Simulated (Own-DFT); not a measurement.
Si12O23 (quartz with two neutral oxygen vacancies, atoms displaced) (calculated)

All values are calculated (Own-DFT development build). A calculation, not a measurement: plane-wave PBE and HSE06 DFT by an unreviewed code, no spin, of a simulated cell at Gamma alone, so results move with cell size and shape, stress positive in tension, energies less offsets, not probed for a lower state with spin; oxygen file: force components 24 meV/angstrom off all-electron in a glass; k mesh not checked against a denser one; forces and stress are PBE's, HSE06 gives the energy alone, and its difference from PBE has offsets of its own; offsets are fitted by least squares, one for each functional and potential file, so energies compare only between cells with the same atoms and settings and are not formation energies; the far tail of each file's local potential was reset to the Coulomb form; each entry is a single point on an unrelaxed cell, so the pressure reflects the starting lattice, mostly measured values (interpolated for alloys), from which strain is counted, and rises with the displacements; printed positions are rounded, which can move forces by about a meV/angstrom; the program, named Own-DFT, is a retired in-house code; no spin-orbit coupling.

Common to all runs: first functional PBE; second functional HSE06; exact exchange share 0.25; screening 0.11 1/bohr; exchange divergence Gygi-Baldereschi; potential files PseudoDojo norm-conserving, scalar-relativistic, made for PBE, standard set; wave cutoff 48 hartree; occupations fixed; k mesh 1 x 1 x 1 centred on Gamma.

(1) Si12O23 (quartz with two neutral oxygen vacancies, atoms displaced)

```
cell vectors (Å)
   9.8268     0.0000     0.0000
  -4.9134     8.5103     0.0000
   0.0000     0.0000    10.8104
atoms (fractions of the cell vectors)
Si  0.23866  0.99494  0.00560
Si  0.00967  0.24551  0.33855
Si  0.25525  0.25582  0.16480
O   0.21276  0.14768  0.05917
O   0.43147  0.29767  0.22659
O   0.36625  0.07557  0.39740
O   0.07029  0.36571  0.44029
O   0.13979  0.21284  0.27693
O   0.28841  0.42101  0.09434
Si  0.23632  0.00741  0.49441
Si  0.00469  0.24567  0.83546
Si  0.26515  0.26651  0.66689
O   0.19525  0.12857  0.56749
O   0.42679  0.29689  0.71966
O   0.36725  0.06986  0.88801
O   0.07830  0.37654  0.94444
O   0.13672  0.20647  0.77611
O   0.29416  0.43004  0.60206
Si  0.23285  0.49957  0.00049
Si  0.99468  0.73400  0.33222
Si  0.26861  0.78232  0.17066
O   0.21766  0.64664  0.05447
O   0.42699  0.79095  0.23080
O   0.36455  0.56530  0.39289
O   0.07674  0.85895  0.44148
O   0.13001  0.70754  0.27767
O   0.29633  0.92479  0.10183
Si  0.24329  0.49849  0.50021
Si  0.00807  0.73860  0.82302
Si  0.26662  0.76461  0.66963
O   0.20055  0.62846  0.55724
O   0.42680  0.79551  0.72890
O   0.37095  0.56714  0.88950
O   0.07688  0.87188  0.94636
O   0.13752  0.71529  0.77016
O   0.29491  0.93483  0.61339
Si  0.72122  0.99850  0.99659
Si  0.50307  0.23381  0.32660
Si  0.76456  0.26536  0.17100
O   0.70451  0.13768  0.06410
O   0.92539  0.27826  0.22385
O   0.86033  0.06362  0.39029
O   0.56918  0.36399  0.43812
O   0.62374  0.20064  0.28194
O   0.80192  0.43527  0.09697
Si  0.73802  0.00421  0.49799
Si  0.50753  0.24358  0.83404
Si  0.77651  0.26994  0.66693
O   0.93195  0.29485  0.72234
O   0.85938  0.07539  0.89844
O   0.57443  0.36526  0.94321
O   0.62755  0.20872  0.77548
Si  0.73437  0.49986  0.99965
Si  0.49921  0.72039  0.32926
Si  0.76245  0.76977  0.16467
O   0.70564  0.63228  0.05397
O   0.92240  0.79481  0.22758
O   0.86419  0.57007  0.39907
O   0.57973  0.87004  0.44130
O   0.64439  0.71580  0.27386
O   0.79136  0.92441  0.10945
Si  0.73411  0.49723  0.50277
Si  0.50541  0.73693  0.82706
Si  0.76351  0.75716  0.66449
O   0.71419  0.63598  0.56100
O   0.92273  0.79061  0.72277
O   0.86080  0.57785  0.89449
O   0.58563  0.87059  0.93883
O   0.62883  0.70785  0.76291
O   0.80060  0.92978  0.60506
```

| Item | Value |
| --- | --- |
| PBE energy of cell above offsets | -15.261 eV |
| HSE06 less PBE above offsets | 0.161 eV |
| PBE pressure | 9.32 GPa |
| PBE stress xx | -13.1 GPa |
| PBE stress yy | -4.93 GPa |
| PBE stress zz | -9.91 GPa |
| PBE stress yz | -1.08 GPa |
| PBE stress xz | 0.01 GPa |
| PBE stress xy | -1.01 GPa |

Force:
```
element  x (eV/Å)  y (eV/Å)  z (eV/Å)
     Si    -3.132      5.18    -5.324
     Si    -1.446    -6.216    -2.317
     Si     1.857     6.634     3.235
      O     2.082    -6.958    -5.226
      O    -2.041    -0.234    -1.681
      O     1.837     1.433    -3.022
      O     0.693     3.489     3.326
      O    -0.467    -0.534     1.231
      O     2.145    -1.683     3.814
     Si     -1.17    -2.513     4.767
     Si     0.878    -2.803     1.091
     Si    -0.537     0.091     0.086
      O      0.15    -0.656    -1.792
      O     2.233     0.393     1.702
      O     -0.49     0.443     1.336
      O    -3.276    -3.323    -2.564
      O    -1.717     0.529     1.098
      O     2.737    -2.284     3.641
     Si     1.692     5.339    -0.741
     Si    -0.643     -0.45     1.075
     Si     3.156    -8.252     2.195
      O    -0.275     0.662     1.172
      O    -0.988     0.283    -0.663
      O     1.477      0.27    -1.776
      O    -0.568     0.978     0.399
      O     1.741      0.35    -1.792
      O     0.977     3.625      1.46
     Si    -5.529      1.32    -1.158
     Si    -5.021     0.199     5.347
     Si       0.2     1.849    -4.667
      O     0.624     0.684     0.884
      O     0.129     0.552    -0.346
      O    -0.309     1.205    -0.115
      O     -0.82    -2.388     -2.19
      O      1.54    -1.852     0.758
      O     -0.04    -0.756    -0.808
     Si     5.833     5.923      5.76
     Si    -6.852     1.476     4.681
     Si    -0.322     1.401    -0.122
      O    -0.601    -1.221    -0.783
      O    -1.205     1.106    -0.373
      O     2.531     3.498    -2.516
      O     0.144     0.753     0.438
      O     8.496    -0.585    -4.312
      O     2.741    -3.461     4.468
     Si    -0.744     1.161     3.672
     Si    -4.544    -1.838    -0.394
     Si    -5.093      -1.5    -3.865
      O     2.595     1.236     1.622
      O     1.698     2.787    -1.931
      O    -1.029    -0.035     0.422
      O     5.201     0.014    -2.533
     Si    -1.176     1.242    -1.079
     Si    -1.197     3.974     2.251
     Si     2.748    -2.677    -1.976
      O    -1.462      1.97     1.976
      O     0.766     0.099    -0.072
      O      1.22     0.881    -1.881
      O    -1.715    -3.407    -1.858
      O    -0.978    -2.003     1.631
      O    -2.387     3.722    -2.621
     Si     0.527    -3.205     1.668
     Si     -1.91    -1.498     3.143
     Si    -1.556     4.927    -0.273
      O    -0.631    -2.384    -2.394
      O     2.218     0.479         1
      O     2.392     1.996    -3.052
      O    -5.134    -7.285     -4.28
      O     1.279    -0.976      0.36
      O     0.465    -1.171     0.782
```

(2) Si12O23 (quartz with two neutral oxygen vacancies, atoms displaced)

```
cell vectors (Å)
   9.8268     0.0000     0.0000
  -4.9134     8.5103     0.0000
   0.0000     0.0000    10.8104
atoms (fractions of the cell vectors)
Si  0.24525  0.99803  0.99476
Si  0.99387  0.22628  0.34041
Si  0.26440  0.25905  0.16388
O   0.22257  0.13956  0.06020
O   0.42413  0.29469  0.22582
O   0.37817  0.08930  0.40004
O   0.06531  0.37028  0.44617
O   0.13019  0.20429  0.27448
O   0.29717  0.42356  0.10969
Si  0.23078  0.99329  0.50121
Si  0.99897  0.22669  0.82967
Si  0.26920  0.26820  0.66538
O   0.42549  0.29426  0.73217
O   0.36240  0.07081  0.89146
O   0.06764  0.36857  0.93706
O   0.12501  0.20539  0.76901
O   0.28570  0.43506  0.61663
Si  0.24371  0.50082  0.00906
Si  0.00387  0.73755  0.33829
Si  0.25933  0.76665  0.15373
O   0.21151  0.63440  0.06787
O   0.41916  0.78218  0.23670
O   0.35377  0.57530  0.38873
O   0.13234  0.70236  0.27097
O   0.28389  0.92200  0.10586
Si  0.23014  0.50428  0.49791
Si  0.00513  0.73927  0.83520
Si  0.26877  0.76923  0.66107
O   0.20781  0.64321  0.55488
O   0.41773  0.78855  0.72649
O   0.37760  0.58302  0.90483
O   0.08168  0.86636  0.94882
O   0.13688  0.70677  0.77436
O   0.29281  0.92341  0.60702
Si  0.73098  0.99200  0.00249
Si  0.50905  0.23732  0.32857
Si  0.75050  0.24778  0.16171
O   0.70253  0.13280  0.05633
O   0.92352  0.28886  0.21983
O   0.86877  0.07118  0.39088
O   0.57827  0.37215  0.44411
O   0.64030  0.21188  0.27428
O   0.79197  0.42835  0.10431
Si  0.72383  0.99910  0.49744
Si  0.49239  0.22507  0.82663
Si  0.75994  0.26256  0.66779
O   0.71168  0.13850  0.56480
O   0.91317  0.29227  0.72716
O   0.86357  0.07264  0.89248
O   0.56731  0.35342  0.94778
O   0.64384  0.21807  0.77271
O   0.79127  0.42337  0.60560
Si  0.74922  0.50653  0.00247
Si  0.50136  0.73074  0.33030
Si  0.76713  0.76463  0.15806
O   0.71133  0.64672  0.06055
O   0.93430  0.79005  0.22779
O   0.87040  0.56923  0.39117
O   0.57249  0.86540  0.43824
O   0.63694  0.70793  0.27377
O   0.78462  0.91936  0.11523
Si  0.74106  0.50361  0.50437
Si  0.49738  0.73755  0.83514
Si  0.76675  0.77178  0.66573
O   0.70823  0.62831  0.55190
O   0.93553  0.79963  0.71946
O   0.86532  0.57630  0.89355
O   0.56845  0.86561  0.93660
O   0.63881  0.71455  0.77190
O   0.79490  0.92672  0.60834
```

| Item | Value |
| --- | --- |
| PBE energy of cell above offsets | -15.560 eV |
| HSE06 less PBE above offsets | 0.108 eV |
| PBE pressure | 9.89 GPa |
| PBE stress xx | -7.98 GPa |
| PBE stress yy | -11.87 GPa |
| PBE stress zz | -9.83 GPa |
| PBE stress yz | 1.84 GPa |
| PBE stress xz | 0.82 GPa |
| PBE stress xy | 1.05 GPa |

Force:
```
element  x (eV/Å)  y (eV/Å)  z (eV/Å)
     Si    -3.932     1.823     3.324
     Si     0.629     6.002    -3.664
     Si    -1.352     1.144     3.397
      O     0.392    -3.391    -3.282
      O     2.598     0.032     1.272
      O     -0.68    -2.245      0.85
      O    -0.384    -1.924    -1.137
      O      0.55     0.021    -0.298
      O     0.115     0.583      0.45
     Si    -2.011     1.557    -1.871
     Si     -5.27     3.947     1.353
     Si    -1.468    -1.515     -2.26
      O    -0.916     1.137    -1.373
      O     2.462    -0.053     -3.19
      O     1.963     0.916     0.718
      O     4.478    -0.783    -1.929
      O     0.423    -0.164    -0.523
     Si    -3.022    -1.532    -2.673
     Si     1.965     0.459     0.878
     Si     2.128     0.094     9.807
      O     0.771    -4.862    -4.955
      O    -3.476     2.066    -4.434
      O     1.441    -0.509     0.057
      O     0.192     0.562    -0.446
      O     0.997      2.81      0.14
     Si       0.3    -0.363     1.157
     Si    -0.117     0.017    -1.412
     Si    -1.639    -3.122      2.13
      O    -0.223    -0.807    -0.813
      O     2.927     0.523     1.196
      O    -0.175    -1.398      0.05
      O    -1.994    -2.077    -1.743
      O    -0.233     0.278     0.015
      O    -0.302     2.955    -0.434
     Si     0.142     1.403    -0.786
     Si    -3.779     3.012     2.639
     Si     3.213     6.826      1.59
      O     0.221    -3.965    -3.364
      O     0.153    -1.011     1.106
      O    -2.632    -4.537     2.974
      O    -0.232    -1.656    -2.026
      O     0.274    -1.465     0.652
      O     2.407    -2.754      3.34
     Si     3.481     1.181     1.471
     Si     3.334     3.336     3.545
     Si     0.626      2.95    -1.949
      O    -0.189    -3.159    -3.175
      O     5.287    -0.064     2.534
      O    -0.534     -2.08     1.347
      O     1.023     1.022    -0.625
      O    -4.431    -2.342     3.523
      O     0.753     0.315     1.018
     Si    -6.211    -1.938    -1.125
     Si     0.159    -0.865     1.505
     Si      2.18     1.101      9.56
      O     1.643    -6.676    -6.505
      O    -2.836     0.844    -1.959
      O    -0.012     0.189     0.767
      O    -1.005    -0.882    -0.087
      O     1.322    -0.291    -0.591
      O    -1.907     4.728    -2.365
     Si     1.765    -2.639    -3.336
     Si     1.203    -1.208    -3.026
     Si     2.313    -3.349    -0.919
      O    -3.185     5.553     3.787
      O     0.172    -0.347     1.129
      O     1.485     1.592    -2.066
      O     0.277     2.479     2.322
      O     -1.57    -0.614     1.309
      O    -2.045      3.13    -2.575
```

(3) Si12O23 (quartz with two neutral oxygen vacancies, atoms displaced)

```
cell vectors (Å)
   9.8268     0.0000     0.0000
  -4.9134     8.5103     0.0000
   0.0000     0.0000    10.8104
atoms (fractions of the cell vectors)
Si  0.24471  0.01083  0.00084
Si  0.99902  0.22570  0.33527
Si  0.26871  0.26852  0.17026
O   0.20943  0.13150  0.06589
O   0.42311  0.29046  0.22169
O   0.36928  0.06923  0.39550
O   0.07826  0.35745  0.44038
O   0.12931  0.20772  0.27345
O   0.30122  0.43322  0.10471
Si  0.23025  0.99437  0.50048
Si  0.00667  0.23602  0.84272
Si  0.25799  0.26083  0.66745
O   0.22051  0.14490  0.56348
O   0.36586  0.07070  0.89410
O   0.06368  0.35927  0.94389
O   0.13211  0.20686  0.77001
O   0.29576  0.43483  0.60797
Si  0.23433  0.49944  0.00941
Si  0.99093  0.74030  0.33553
Si  0.25975  0.76111  0.16936
O   0.20630  0.62220  0.05278
O   0.41763  0.79035  0.22805
O   0.36659  0.55950  0.39084
O   0.07503  0.86851  0.44203
O   0.13319  0.70117  0.27097
O   0.29664  0.92659  0.10398
Si  0.24032  0.51307  0.50043
Si  0.00192  0.73244  0.83244
Si  0.26651  0.77098  0.67313
O   0.21412  0.63649  0.56465
O   0.42563  0.79686  0.72938
O   0.36343  0.57523  0.89653
O   0.07391  0.85912  0.94344
O   0.13202  0.70516  0.76980
O   0.29114  0.92363  0.60532
Si  0.73007  0.01009  0.99788
Si  0.50065  0.23255  0.33602
Si  0.76816  0.25916  0.16668
O   0.70411  0.13725  0.06531
O   0.91937  0.29266  0.23031
O   0.87041  0.08255  0.39761
O   0.57289  0.36422  0.44041
O   0.63307  0.20158  0.27585
O   0.78837  0.43105  0.10138
Si  0.73608  0.00777  0.50425
Si  0.49995  0.23463  0.83388
Si  0.76409  0.26448  0.66483
O   0.70223  0.13279  0.56423
O   0.92983  0.29155  0.73746
O   0.86613  0.06737  0.89703
O   0.57986  0.36174  0.94025
O   0.79534  0.42525  0.60448
Si  0.72493  0.49467  0.00045
Si  0.50423  0.72551  0.33952
Si  0.75070  0.75137  0.16361
O   0.69734  0.63442  0.05818
O   0.93142  0.79602  0.21995
O   0.86751  0.57302  0.39362
O   0.56777  0.86026  0.44743
O   0.63765  0.70746  0.27553
O   0.79449  0.92945  0.10769
Si  0.73815  0.49947  0.49352
Si  0.49881  0.73190  0.83965
Si  0.75488  0.75662  0.66456
O   0.70589  0.64105  0.55724
O   0.92395  0.78611  0.72909
O   0.87439  0.58799  0.89334
O   0.58035  0.86493  0.93487
O   0.63010  0.70685  0.77457
O   0.79695  0.93024  0.61028
```

| Item | Value |
| --- | --- |
| PBE energy of cell above offsets | -15.968 eV |
| HSE06 less PBE above offsets | 0.050 eV |
| PBE pressure | 9.65 GPa |
| PBE stress xx | -7.45 GPa |
| PBE stress yy | -10.5 GPa |
| PBE stress zz | -11.01 GPa |
| PBE stress yz | -3.23 GPa |
| PBE stress xz | 3.3 GPa |
| PBE stress xy | -0.97 GPa |

Force:
```
element  x (eV/Å)  y (eV/Å)  z (eV/Å)
     Si    -1.845    -5.276     0.387
     Si    -1.739     5.362    -1.082
     Si    -3.068    -0.511    -1.579
      O    -1.483     1.642     0.378
      O     4.081     0.386     2.832
      O    -0.657     -0.25     0.112
      O    -0.043     2.139     1.098
      O      3.26    -0.542    -1.961
      O      2.32    -2.349     2.926
     Si     1.709     3.785       1.3
     Si    -1.139    -3.278    -2.683
     Si     2.988     5.619     2.181
      O     0.849     -4.59    -4.418
      O     1.747     0.721     -1.51
      O     1.605     3.568     3.904
      O    -1.426    -1.305     2.343
      O     0.705    -1.128     0.888
     Si     1.985    -4.732    -6.514
     Si     3.632    -0.845    -2.326
     Si     0.375     0.401     -3.81
      O    -5.818      7.63     4.873
      O     4.109    -0.562     2.242
      O     0.554     0.839    -0.682
      O    -2.105      -1.5    -0.798
      O    -4.335    -0.539     3.165
      O     0.538    -0.516     0.724
     Si     0.994    -5.154    -0.518
     Si     0.286     3.774    -0.092
     Si     1.335    -1.139    -1.397
      O    -2.034     2.111     0.347
      O     1.657     0.165     1.151
      O    -0.105    -1.531     0.385
      O     1.047     2.474     0.749
      O    -0.105    -0.931     0.947
      O     -0.28     1.164    -0.052
     Si     3.381    -3.272     1.141
     Si    -0.432    -0.658    -1.858
     Si    -4.691     4.558     1.665
      O    -0.859    -2.357    -3.324
      O     4.064      0.37     1.749
      O    -2.033    -4.674     1.964
      O    -0.313     0.704     0.328
      O    -0.046     0.333    -0.283
      O     2.762    -2.835     3.577
     Si     1.222    -3.423    -0.308
     Si    -0.262    -0.178    -5.225
     Si     0.085     0.855     5.374
      O    -0.842    -0.498    -1.275
      O    -2.634     0.268    -2.276
      O     0.471     1.141     -0.66
      O    -2.337    -1.503    -0.313
      O    -0.493     1.588    -1.129
     Si     2.558     5.354     -1.69
     Si    -3.956     1.926    -0.881
     Si     2.442      6.77    -0.005
      O     0.155    -3.477    -2.917
      O    -1.967    -0.509    -0.285
      O     0.989     0.846    -1.622
      O      0.83     0.636    -0.191
      O     -0.13    -1.228     1.486
      O     -1.06    -0.744     0.035
     Si    -2.172    -0.056     3.931
     Si    -1.321    -0.546    -3.216
     Si     1.853     3.928     3.408
      O     1.382    -4.218    -3.892
      O    -2.176     0.547    -2.281
      O    -3.323     -6.36     3.678
      O     -0.85     2.333      2.45
      O      0.51    -0.841    -0.205
      O      -0.4     0.116     -0.47
```
